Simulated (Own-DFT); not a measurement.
# Computed records: SiGe (diamond-structure random alloy, atoms displaced)

All values are calculated (Own-DFT development build). A calculation, not a measurement: plane-wave PBEsol density functional theory by an unreviewed code, no spin, of a simulated periodic cell, stress positive in tension, free energy of the whole cell less one offset for each atom, forces on such cells passed a denser k mesh, this cell's mesh not checked; offsets are fitted by least squares, one for each functional and potential file, so energies compare only between cells with the same atoms and settings and are not formation energies; the far tail of each file's local potential was reset to the Coulomb form; each entry is a single point on an unrelaxed cell, so the pressure reflects the starting lattice, mostly measured values, from which strain is counted, and rises with the displacements; printed positions are rounded, which can move forces by about a meV/angstrom; the program is a retired in-house code; no spin-orbit coupling.

Common to all runs: functional PBEsol; potential files PseudoDojo norm-conserving, scalar-relativistic, made for PBE, standard set; wave cutoff 42 hartree; occupations Fermi-Dirac; smearing width 0.1 eV; hardware one NVIDIA H100; k mesh 3 x 3 x 3 centred on Gamma.

(1) SiGe (diamond-structure random alloy, atoms displaced)

```xyz
64
Lattice="11.0890 0.0000 0.0000 0.0000 11.0890 0.0000 0.0000 0.0000 11.0890" Properties=species:S:1:pos:R:3 SiGe
Si     0.0401    11.0846     0.0033
Si    11.0876     2.8082     2.7909
Si     2.7506     0.0039     2.7902
Ge     2.7363     2.7784     0.0178
Si     1.3987     1.3296     1.3443
Si     1.4030     4.1300     4.1306
Si     4.1793     1.3779     4.1503
Ge     4.1052     4.1431     1.4037
Si    11.0549    11.0329     5.5935
Si    11.0548     2.8093     8.3452
Ge     2.7673    11.0783     8.3017
Si     2.7961     2.7713     5.5633
Si     1.3750     1.3784     6.9445
Si     1.3242     4.1829     9.7144
Ge     4.1580     1.3658     9.6689
Ge     4.1795     4.1101     6.9871
Si    11.0563     5.5486     0.0075
Si     0.0031     8.3568     2.7858
Ge     2.7689     5.5294     2.7970
Si     2.7564     8.3718     0.0132
Si     1.3660     6.9054     1.3947
Ge     1.4212     9.7416     4.1991
Si     4.1980     6.9754     4.1937
Si     4.1989     9.6934     1.3408
Si     0.0140     5.5683     5.5736
Ge     0.0387     8.2785     8.3249
Ge     2.7530     5.6110     8.3450
Si     2.7175     8.2677     5.5323
Ge     1.3524     6.9354     6.9614
Ge     1.3885     9.6866     9.7113
Ge     4.1796     6.9801     9.6527
Si     4.1736     9.6914     6.9908
Si     5.5459    11.0399     0.0224
Ge     5.5438     2.7503     2.7273
Ge     8.3300     0.0170     2.7670
Ge     8.2712     2.7528    11.0792
Ge     6.9227     1.3629     1.3877
Ge     6.8761     4.1862     4.1176
Ge     9.6598     1.3564     4.1548
Ge     9.7258     4.1427     1.4272
Ge     5.5547    11.0821     5.5127
Si     5.4775     2.7596     8.2815
Ge     8.2859    11.0869     8.3141
Si     8.3384     2.7778     5.5453
Si     6.9285     1.3798     6.9384
Si     6.9560     4.1198     9.6844
Ge     9.7369     1.3937     9.7354
Si     9.6964     4.1798     6.9681
Si     5.5679     5.5707    11.0819
Ge     5.5554     8.3060     2.7785
Ge     8.3102     5.5476     2.7637
Si     8.3214     8.3606    11.0578
Ge     6.9576     6.9389     1.4259
Ge     6.9113     9.7362     4.2084
Ge     9.6625     6.9523     4.1630
Si     9.7064     9.7426     1.3672
Si     5.5675     5.5825     5.5724
Ge     5.5728     8.3276     8.2918
Ge     8.2814     5.5725     8.3353
Ge     8.3070     8.3042     5.6069
Ge     6.9116     6.9176     6.9669
Ge     6.9187     9.6813     9.6953
Si     9.6578     6.9241     9.6799
Si     9.7140     9.7450     6.9458
```

```
free energy of cell above offsets : -2.619 eV
pressure                          : 0.58 GPa
stress xx                         : -0.58 GPa
stress yy                         : -0.58 GPa
stress zz                         : -0.57 GPa
stress yz                         : 0.06 GPa
stress xz                         : -0.16 GPa
stress xy                         : 0.12 GPa
wall time                         : 474 s
```

Force:
```tsv
element	x (eV/Å)	y (eV/Å)	z (eV/Å)
Si	-0.422	-0.148	0.144
Si	0.542	-1.123	-0.106
Si	0.856	0.158	-0.571
Ge	-0.276	-0.195	-0.629
Si	-0.374	0.511	0.955
Si	-0.281	0.138	1.001
Si	-0.652	0.163	0
Ge	0.816	0.543	-0.621
Si	0.381	0.94	-0.213
Si	0.485	-0.126	-0.442
Ge	-0.155	-0.036	-0.231
Si	-0.35	-0.406	-0.397
Si	-0.405	0.418	-0.289
Si	0.152	0.062	0.038
Ge	0.246	0.084	0.735
Ge	-0.576	1.133	-0.925
Si	0.016	0.29	-0.198
Si	-0.039	-0.147	-0.388
Ge	0.005	0.716	0.337
Si	0.275	-0.844	0.342
Si	-0.041	0.63	-0.163
Ge	-0.497	-0.379	-0.16
Si	-0.539	-0.551	0.207
Si	-0.829	0.126	0.738
Si	-0.31	-0.797	-0.476
Ge	-1.324	0.677	0.262
Ge	-0.054	-1.121	0.1
Si	1.073	0.527	0.541
Ge	0.442	-0.281	-0.996
Ge	-0.016	0.22	0.251
Ge	-0.143	-0.015	1.311
Si	-0.509	-0.203	-1.332
Si	-0.088	0.446	-0.424
Ge	-0.508	-0.055	0.498
Ge	-0.231	-0.71	-0.231
Ge	0.486	0.292	0.157
Ge	-0.206	-0.328	-0.403
Ge	0.433	-0.281	0.87
Ge	1.057	0.624	0.577
Ge	-0.168	0.085	-0.564
Ge	-0.784	0.526	1.105
Si	1.638	-0.457	0.725
Ge	0.446	0.279	-0.055
Si	-0.507	0.256	0.401
Si	-0.144	0.666	-0.343
Si	-1.149	0.303	-0.026
Ge	-0.009	-0.235	-0.194
Si	0.131	-0.08	-0.581
Si	-0.092	-0.533	-0.163
Ge	-0.334	0.484	0.072
Ge	0.265	-0.192	0.233
Si	0.43	-0.403	0.443
Ge	-0.033	0.18	-1.157
Ge	0.686	-0.719	-0.682
Ge	0.854	-0.046	0.106
Si	0.332	-0.459	-0.126
Si	-0.683	-0.402	-0.24
Ge	-0.393	0.246	-0.006
Ge	0.398	-0.783	0.142
Ge	0.244	0.6	-0.031
Ge	0.015	-0.054	-0.528
Ge	0.077	0.288	0.497
Si	0.453	0.256	0.786
Si	-0.11	-0.761	0.319
```

(2) SiGe (diamond-structure random alloy, atoms displaced)

```xyz
64
Lattice="11.0890 0.0000 0.0000 0.0000 11.0890 0.0000 0.0000 0.0000 11.0890" Properties=species:S:1:pos:R:3 SiGe
Si    11.0466     0.0029    11.0607
Si    11.0367     2.7741     2.7637
Si     2.7556     0.0244     2.7847
Ge     2.7459     2.7637     0.0181
Ge     1.4689     1.3736     1.3617
Ge     1.3839     4.1705     4.1243
Si     4.1466     1.4105     4.1152
Si     4.0970     4.1711     1.4236
Ge     0.0048    11.0661     5.5863
Si     0.0363     2.7813     8.3317
Ge     2.7560    11.0880     8.2979
Ge     2.7495     2.7886     5.5220
Ge     1.3757     1.3885     6.9032
Ge     1.3352     4.1323     9.6914
Si     4.1679     1.3506     9.7038
Ge     4.2228     4.1575     6.9139
Ge    11.0741     5.5149     0.0143
Ge     0.0171     8.3390     2.7478
Si     2.7443     5.5217     2.7408
Ge     2.7671     8.3428     0.0188
Ge     1.4015     6.9272     1.3932
Si     1.3590     9.7741     4.1877
Si     4.1695     7.0041     4.1584
Si     4.1546     9.7510     1.3679
Si     0.0184     5.5779     5.5727
Ge     0.0045     8.3111     8.3028
Ge     2.7627     5.5540     8.3602
Si     2.7669     8.3288     5.5795
Si     1.3826     6.9060     6.9369
Si     1.3976     9.7066     9.7153
Ge     4.1803     6.9351     9.7229
Ge     4.1366     9.7321     6.9358
Si     5.5688     0.0002     0.0409
Si     5.5136     2.7969     2.7326
Ge     8.3072    11.0703     2.7286
Si     8.2897     2.7649    11.0654
Ge     6.9196     1.3938     1.3442
Ge     6.9256     4.1493     4.2157
Si     9.7275     1.3477     4.1147
Si     9.7148     4.1056     1.3511
Ge     5.5824    11.0882     5.5807
Ge     5.5419     2.7356     8.3327
Ge     8.3349     0.0541     8.3036
Ge     8.3232     2.7549     5.5674
Ge     6.8862     1.3746     6.9608
Ge     6.9012     4.1535     9.7134
Si     9.6905     1.3588     9.7949
Si     9.7168     4.1136     6.9105
Ge     5.5801     5.5960    11.0568
Si     5.5114     8.2925     2.7903
Ge     8.3015     5.5321     2.7869
Ge     8.2790     8.3413     0.0417
Ge     6.9368     6.9255     1.3783
Si     6.9185     9.7470     4.2156
Ge     9.7660     6.9501     4.1480
Si     9.7076     9.7092     1.3708
Si     5.5689     5.5272     5.5553
Ge     5.5613     8.3310     8.3573
Si     8.3753     5.5499     8.3295
Si     8.3166     8.3354     5.5059
Si     6.9250     6.8768     6.9566
Si     6.9639     9.6574     9.7084
Si     9.6878     6.9436     9.7387
Si     9.6761     9.6820     6.9552
```

```
free energy of cell above offsets : -2.792 eV
pressure                          : 0.55 GPa
stress xx                         : -0.53 GPa
stress yy                         : -0.57 GPa
stress zz                         : -0.54 GPa
stress yz                         : 0.14 GPa
stress xz                         : -0.16 GPa
stress xy                         : -0.07 GPa
wall time                         : 474.4 s
```

Force:
```tsv
element	x (eV/Å)	y (eV/Å)	z (eV/Å)
Si	0.742	-0.448	0.479
Si	0.505	-0.343	-0.204
Si	0.529	-0.534	0.251
Ge	1.058	0.372	-0.737
Ge	-1.747	-0.328	0.62
Ge	-0.717	0.231	0.036
Si	0.298	-0.177	0.118
Si	0.73	0.164	-0.534
Ge	-0.876	0.004	-0.347
Si	-1.175	-0.71	-0.202
Ge	-0.058	0.231	0.739
Ge	0.634	-0.167	-0.137
Ge	-0.044	0.431	0.544
Ge	0.47	0.161	0.155
Si	-0.035	-0.051	0.462
Ge	-0.694	0.152	0.149
Ge	-0.368	0.39	-0.088
Ge	0.17	0.64	0.199
Si	0.724	0.709	0.699
Ge	0.237	0.252	-0.116
Ge	-0.01	-0.224	-0.041
Si	0.809	-0.791	-0.297
Si	-0.498	-1.122	0.316
Si	0.126	-0.209	0.809
Si	-0.098	-0.592	0.013
Ge	-0.018	-0.035	0.383
Ge	0.124	-0.174	-0.571
Si	-0.406	-0.078	-0.551
Si	0.258	0.293	-0.176
Si	-0.566	0.179	-0.106
Ge	-0.46	0.387	-0.135
Ge	0.266	-0.644	-0.074
Si	-0.304	-0.487	-1.05
Si	-0.03	-0.046	0.375
Ge	0.071	-0.04	0.58
Si	0.474	0.15	0.205
Ge	-0.096	0.461	0.364
Ge	-0.402	-0.187	-0.658
Si	-0.192	0.251	0.327
Si	-0.661	0.007	0.365
Ge	-0.983	0.319	-0.861
Ge	-0.452	0.121	0.371
Ge	0.142	-0.814	0.69
Ge	0.409	-0.538	-0.319
Ge	0.673	0.339	-0.159
Ge	0.907	0.11	-0.468
Si	0.179	0.866	-1.01
Si	0.402	0.698	0.556
Ge	-0.817	-0.963	0.917
Si	0.367	1.046	-0.2
Ge	0.672	-0.349	-0.249
Ge	0.808	-0.049	-0.417
Ge	-0.332	0.297	0.817
Si	0.157	-0.94	-0.896
Ge	-0.577	-0.106	0.403
Si	0.195	0.088	-0.175
Si	-0.305	0.991	-0.231
Ge	0.188	-0.164	-0.631
Si	-0.197	-0.212	-0.203
Si	-0.245	-0.245	0.662
Si	0.528	0.434	-0.308
Si	-0.319	1.157	0.131
Si	-0.013	-0.1	-0.187
Si	-0.158	-0.064	-0.396
```

(3) SiGe (diamond-structure random alloy, atoms displaced)

```xyz
64
Lattice="11.0890 0.0000 0.0000 0.0000 11.0890 0.0000 0.0000 0.0000 11.0890" Properties=species:S:1:pos:R:3 SiGe
Si    11.0805    11.0720    11.0646
Si    11.0879     2.7749     2.6874
Ge     2.7542    11.0299     2.8071
Ge     2.7835     2.7579    11.0615
Si     1.4145     1.4093     1.3965
Si     1.4698     4.1169     4.1139
Si     4.2016     1.3791     4.1599
Ge     4.1891     4.1587     1.4035
Si     0.0010    11.0603     5.4867
Ge     0.0014     2.7783     8.3194
Ge     2.7780    11.0861     8.3063
Ge     2.7801     2.7698     5.5663
Ge     1.3436     1.3166     6.9078
Ge     1.3928     4.1523     9.7094
Ge     4.1377     1.3676     9.7639
Si     4.1544     4.1196     6.9005
Si     0.0035     5.5875    11.0668
Si     0.0142     8.3048     2.7535
Ge     2.7765     5.5487     2.7942
Si     2.8217     8.3717     0.0342
Si     1.3514     6.9504     1.3943
Si     1.3887     9.6837     4.1583
Si     4.1880     6.8995     4.1456
Si     4.1522     9.7130     1.4151
Ge     0.0020     5.5803     5.5632
Ge    11.0482     8.3103     8.3015
Si     2.8138     5.5413     8.3351
Si     2.7753     8.3147     5.5892
Ge     1.4015     6.9387     6.9717
Si     1.4014     9.6842     9.6456
Ge     4.2083     6.9147     9.6785
Si     4.1156     9.6678     6.9594
Si     5.5510    10.9976    11.0531
Ge     5.4883     2.8183     2.7671
Si     8.3317    11.0850     2.7452
Ge     8.2965     2.7690    11.0503
Ge     6.9014     1.3632     1.3455
Ge     6.9267     4.1514     4.1158
Ge     9.6881     1.3876     4.1799
Ge     9.6611     4.1373     1.3714
Ge     5.5374     0.0140     5.5222
Si     5.5310     2.7664     8.3302
Si     8.3214     0.0445     8.2932
Ge     8.3200     2.8080     5.5097
Si     6.8635     1.4159     6.9182
Ge     6.8899     4.1890     9.7126
Ge     9.6952     1.3398     9.7368
Si     9.7246     4.1605     6.9351
Ge     5.5686     5.5180    11.0521
Si     5.5472     8.3354     2.7453
Ge     8.3231     5.5343     2.7826
Si     8.2731     8.3433    11.0713
Ge     6.8715     6.9273     1.3605
Ge     6.9306     9.7286     4.1377
Ge     9.7470     6.8788     4.1648
Si     9.7240     9.7015     1.4072
Ge     5.5679     5.5701     5.5294
Si     5.5332     8.3351     8.3109
Si     8.3050     5.5280     8.2945
Si     8.2864     8.3673     5.5692
Ge     6.9939     6.8314     6.9386
Ge     6.9774     9.7425     9.7067
Si     9.6487     6.9358     9.6623
Si     9.6714     9.6653     6.8779
```

```
free energy of cell above offsets : -2.718 eV
pressure                          : 0.53 GPa
stress xx                         : -0.53 GPa
stress yy                         : -0.53 GPa
stress zz                         : -0.54 GPa
stress yz                         : -0.02 GPa
stress xz                         : -0.52 GPa
stress xy                         : 0.33 GPa
wall time                         : 475.6 s
```

Force:
```tsv
element	x (eV/Å)	y (eV/Å)	z (eV/Å)
Si	0.835	-0.317	0.584
Si	0.412	-0.068	0.913
Ge	0.281	0.925	-0.156
Ge	-0.326	0.242	0.977
Si	-0.535	-0.661	-0.331
Si	-1.325	0.006	0.245
Si	-0.798	0.137	-0.097
Ge	-0.778	0.452	-0.761
Si	-0.349	-0.504	0.278
Ge	-0.302	-0.289	-0.133
Ge	-0.068	-0.251	0.117
Ge	0.037	-0.519	-0.501
Ge	0.021	0.357	-0.133
Ge	0.037	0.72	-0.126
Ge	0.94	-0.348	-0.732
Si	0.312	0.617	0.759
Si	-0.424	0.006	0.096
Si	-0.065	0.213	0.237
Ge	-0.157	0.386	-0.358
Si	-0.683	-0.613	-0.344
Si	0.549	0.147	-0.47
Si	-0.25	-0.645	0.351
Si	-0.222	1.142	0.166
Si	0.435	-0.151	-0.312
Ge	0.856	-1.305	-0.054
Ge	-0.112	0.282	0.223
Si	-0.032	-0.426	-0.46
Si	0.182	-0.124	-0.772
Ge	0.408	-0.195	-0.043
Si	-0.204	0.024	0.933
Ge	-0.628	0.659	0.233
Si	0.604	0.12	-0.407
Si	-0.495	0.578	0.74
Ge	0.647	-1.23	0.243
Si	0.08	0.086	-0.067
Ge	-0.162	-0.119	0.124
Ge	-0.156	-0.247	0.265
Ge	-0.14	0.185	0.269
Ge	0.522	-0.143	-0.886
Ge	0.767	0.447	-0.379
Ge	-0.357	-0.29	0.669
Si	-0.318	0.021	-0.234
Si	-0.094	-0.18	-0.739
Ge	-0.227	-0.181	0.987
Si	0.748	0.002	0.348
Ge	0.719	-0.675	-1.13
Ge	0.11	0.173	-0.516
Si	-0.364	0.205	0.042
Ge	-0.666	0.352	0.639
Si	-0.536	-0.202	0.385
Ge	-0.19	0.362	-0.397
Si	0.88	-0.369	0.441
Ge	0.735	0.441	0.188
Ge	0.251	-0.354	-0.235
Ge	-0.696	1.461	-0.07
Si	-0.183	-0.158	-0.42
Ge	-0.54	-0.697	0.041
Si	0.622	-0.158	-0.294
Si	0.85	-0.585	0.541
Si	0.206	-0.942	-0.519
Ge	-0.559	1.719	-0.02
Ge	-0.283	-0.374	-0.816
Si	-0.024	-0.121	0.564
Si	0.206	0.973	0.311
```

(4) SiGe (diamond-structure random alloy, atoms displaced)

```xyz
64
Lattice="11.0890 0.0000 0.0000 0.0000 11.0890 0.0000 0.0000 0.0000 11.0890" Properties=species:S:1:pos:R:3 SiGe
Ge     0.0045    11.0683     0.0148
Ge     0.0195     2.7369     2.7012
Si     2.7842    11.0869     2.7960
Si     2.7611     2.7420    11.0622
Ge     1.4257     1.3854     1.3867
Ge     1.4076     4.1561     4.1673
Ge     4.1453     1.3951     4.1199
Ge     4.1595     4.1688     1.3524
Ge    11.0710     0.0065     5.5463
Ge    11.0820     2.7779     8.3098
Si     2.8127     0.0279     8.3109
Ge     2.7764     2.7877     5.5420
Ge     1.3776     1.4364     6.9331
Si     1.3759     4.1468     9.7209
Ge     4.1795     1.3828     9.6765
Si     4.1507     4.1464     6.9245
Si    11.0637     5.5650    11.0702
Si     0.0645     8.3041     2.7484
Ge     2.7823     5.5711     2.7940
Si     2.7694     8.2928     0.0264
Ge     1.3559     6.9619     1.4054
Si     1.3850     9.7760     4.1969
Si     4.1653     6.9271     4.1547
Si     4.1834     9.7138     1.4174
Si    11.0647     5.5523     5.5417
Si     0.0173     8.2865     8.3348
Ge     2.8227     5.5232     8.3140
Si     2.7430     8.2815     5.5419
Ge     1.3560     6.9631     6.9293
Si     1.3713     9.6829     9.7127
Si     4.2002     6.9194     9.6912
Si     4.1378     9.7707     6.9071
Ge     5.5419    11.0709    11.0785
Si     5.5367     2.7518     2.7645
Si     8.3612     0.0324     2.7846
Si     8.3018     2.7620    11.0482
Ge     6.9330     1.3254     1.4436
Ge     6.9541     4.1968     4.1205
Ge     9.7614     1.4161     4.1966
Ge     9.6898     4.1624     1.4208
Si     5.5275    11.0568     5.5382
Ge     5.5764     2.7812     8.3374
Ge     8.3761    11.0883     8.3456
Ge     8.3075     2.7484     5.5591
Ge     6.9315     1.4013     6.8978
Ge     6.9540     4.1348     9.7175
Ge     9.7280     1.4297     9.7017
Ge     9.6974     4.0868     6.9168
Si     5.5719     5.5070    11.0837
Si     5.5308     8.2900     2.7737
Ge     8.3665     5.5737     2.7200
Ge     8.3313     8.2852     0.0389
Ge     6.8935     6.9222     1.3388
Si     6.9507     9.7123     4.1431
Ge     9.7048     6.9309     4.1690
Si     9.7287     9.7351     1.4093
Si     5.5083     5.5273     5.5112
Si     5.4818     8.2794     8.3101
Si     8.3643     5.5504     8.2926
Si     8.3529     8.3374     5.5883
Ge     6.9451     6.9322     6.9233
Si     6.9540     9.7050     9.7048
Si     9.7007     6.8991     9.7108
Si     9.7215     9.7113     6.9432
```

```
free energy of cell above offsets : -2.971 eV
pressure                          : 0.49 GPa
stress xx                         : -0.5 GPa
stress yy                         : -0.46 GPa
stress zz                         : -0.49 GPa
stress yz                         : -0.06 GPa
stress xz                         : 0.49 GPa
stress xy                         : 0.11 GPa
wall time                         : 474.5 s
```

Force:
```tsv
element	x (eV/Å)	y (eV/Å)	z (eV/Å)
Ge	0.093	0.004	-0.216
Ge	0.104	0.541	0.823
Si	-0.09	-0.398	-0.23
Si	0.079	0.486	-0.151
Ge	0.449	-0.555	-0.271
Ge	-0.698	0.326	-0.114
Ge	0.411	-0.277	0.383
Ge	-0.015	-0.459	0.066
Ge	0.32	-0.336	0.547
Ge	0.519	0.411	0.459
Si	-0.82	-0.52	0.022
Ge	0.331	-0.016	0.163
Ge	0.441	-0.806	0.188
Si	0.115	0.254	0.142
Ge	-0.41	0.095	0.32
Si	0.58	0.105	-0.156
Si	0.31	-0.402	0.106
Si	-0.789	1.249	0.915
Ge	0.072	-0.029	-0.2
Si	0.479	0.443	-0.38
Ge	0.336	-0.577	-0.725
Si	0.356	-1.102	-0.589
Si	0.031	0.375	0.343
Si	-0.557	-0.469	-0.067
Si	0.201	-0.386	0.115
Si	-0.574	0.572	0.265
Ge	-0.488	0.063	0.235
Si	0.48	0.95	-0.281
Ge	0.14	-0.606	-0.038
Si	0.703	-0.057	-0.317
Si	-0.286	-0.038	0.723
Si	-0.094	-1.084	0.153
Ge	0.201	-0.383	0.148
Si	0.237	0.441	-0.085
Si	0.111	-0.668	0.424
Si	0.11	-0.205	1.027
Ge	0.181	0.769	-0.57
Ge	-0.475	-0.347	0.048
Ge	-0.669	-0.145	-0.737
Ge	0.235	-0.368	-1.437
Si	0.292	0.188	-0.386
Ge	-0.395	0.224	-0.695
Ge	-0.599	-0.178	-0.338
Ge	-0.131	0.4	-0.725
Ge	-0.333	-0.978	0.373
Ge	0.38	0.797	-0.202
Ge	-0.14	-0.266	0.512
Ge	0.086	1.271	-0.004
Si	-0.408	0.335	-0.511
Si	0.165	0.456	0.254
Ge	-0.753	0.304	0.468
Ge	0.296	0.792	-0.565
Ge	-0.219	-0.093	0.538
Si	0.074	-0.254	0.133
Ge	0.371	0.618	0.02
Si	-0.146	-0.596	0.449
Si	0.14	0.086	0.32
Si	0.598	1.044	-0.081
Si	-0.235	-0.202	0.297
Si	-0.324	0.378	-0.467
Ge	-0.352	-0.146	-0.02
Si	-0.358	-0.674	-0.311
Si	0.14	0.22	-0.354
Si	0.19	-0.579	0.245
```
